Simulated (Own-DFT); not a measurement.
# Strain and stress in wurtzite AlGaN with randomly placed atoms, 72 atoms (Al9Ga27N36)

Calculated results; nothing here was measured. The program, named Own-DFT, is a retired in-house plane-wave density functional code that no person has reviewed. Each row is one single-point run on a periodic cell that was not relaxed, without spin or spin-orbit coupling.

Settings of every run: PBE; PseudoDojo norm-conserving scalar-relativistic files (stringent for Ga); cutoff 96 hartree; 4 x 4 x 3 k mesh centred on Gamma; Gaussian smearing of 0.01 eV.

Known limits: forces on such cells passed a denser k mesh, each cell not checked; stress not checked against mesh or cutoff.

Unstrained cell vectors in Å: (9.509, 0.000, 0.000); (-4.755, 8.235, 0.000); (0.000, 0.000, 10.268). The unstrained cell has measured lattice constants (interpolated for alloys), not those of this functional. That, the random moves and any unrelaxed bonds set the pressure at no strain. Each run strains this cell uniformly, with the atoms carried along. Every atom was also moved at random, by a Gaussian of width 0.05 Å on each axis. The random placing of the alloy's atoms differs from row to row. Strain is the symmetric tensor, in per cent. Stress is positive in tension, and the pressure is minus a third of its trace.

```
run  e_xx (%)  e_yy (%)  e_zz (%)  s_xx (GPa)  s_yy (GPa)  s_zz (GPa)  P (GPa)  E (meV/atom)
  1      0.00      0.00     -0.25       -6.48       -5.15      -10.35     7.33           2.0
  2      0.00      0.00      2.25       -5.08       -5.47        1.71     2.94           9.0
  3      0.00      0.00     -0.75       -7.07       -7.74      -11.04     8.61          16.7
  4      0.00      0.00     -1.75       -9.13       -6.17      -16.68    10.66          11.4
  5      0.00      0.00     -1.25       -8.89       -6.96      -12.99     9.61          16.4
  6      0.00      0.00      1.50       -7.08       -5.64       -0.15     4.29           0.0
  7      0.00      0.00      1.25       -5.87       -6.71       -1.36     4.64           1.9
  8      0.00      0.00      2.00       -7.83       -4.41        1.38     3.62          10.9
  9      0.00      0.00      0.75           ?           ?           ?        ?             ?
```

E is the free energy for each atom above the lowest run shown.

## Worked fit

The change of volume is close to e_xx + e_yy + e_zz. A straight line through the runs shown gives P = 7.18 - 190 x (fractional change of volume) GPa, with an error of 5 on the slope and a scatter of 0.19 GPa. The strain isn't the same on all axes and the cell isn't cubic, so the slope belongs to this path and is not the bulk modulus.

## Withheld run

Question: what pressure should run 9 give? Its volume changes by 0.75 %.

The line gives 5.8 GPa. The calculation gave 5.59 GPa.
